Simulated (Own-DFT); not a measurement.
# Strain and stress in wurtzite AlN, 128 atoms (Al64N64)

These are calculations, not measurements. The program, named Own-DFT, is a retired in-house plane-wave density functional code that no person has reviewed. Each row is one single-point run on a periodic cell that was not relaxed, without spin or spin-orbit coupling.

Settings of every run: PBE; PseudoDojo norm-conserving scalar-relativistic files; cutoff 42 hartree; 3 x 3 x 3 k mesh centred on Gamma; Gaussian smearing of 0.01 eV.

Known limits: k mesh not checked against a denser one; stress not checked against mesh or cutoff.

Unstrained cell vectors in Å: (12.448, 0.000, 0.000); (-6.224, 10.780, 0.000); (0.000, 0.000, 9.964). The unstrained cell has measured lattice constants (interpolated for alloys), not those of this functional. That, the random moves and any unrelaxed bonds set the pressure at no strain. Each run strains this cell uniformly, with the atoms carried along. Every atom was also moved at random, by a Gaussian of width 0.05 Å on each axis. Strain is the symmetric tensor, in per cent. Stress is positive in tension, and the pressure is minus a third of its trace.

```
run,e_xx (%),e_yy (%),e_zz (%),s_xx (GPa),s_yy (GPa),s_zz (GPa),P (GPa),E (meV/atom)
1,0.00,0.00,0.75,-4.61,-5.07,-3.01,4.23,2.9
2,0.00,0.00,-1.75,-6.25,-5.33,-16.77,9.45,9.0
3,0.00,0.00,2.25,-6.06,-2.29,3.55,1.60,9.4
4,0.00,0.00,-1.50,-7.25,-7.76,-11.08,8.70,13.1
5,0.00,0.00,1.25,-5.19,-4.53,-0.50,3.41,5.6
6,0.00,0.00,1.50,-6.00,-3.78,1.67,2.70,1.6
7,0.00,0.00,3.00,-4.62,-3.57,7.70,0.16,0.0
8,0.00,0.00,-1.00,-6.04,-7.65,-9.27,7.65,3.6
9,0.00,0.00,-0.50,?,?,?,?,?
```

E is the free energy for each atom above the lowest run shown.

## Worked fit

The change of volume is close to e_xx + e_yy + e_zz. A straight line through the runs shown gives P = 5.82 - 193 x (fractional change of volume) GPa, with an error of 4 on the slope and a scatter of 0.17 GPa. The strain isn't the same on all axes and the cell isn't cubic, so the slope belongs to this path and is not the bulk modulus.

## Withheld run

Question: what pressure should run 9 give? Its volume changes by -0.50 %.

The line gives 6.8 GPa. The calculation gave 6.84 GPa.
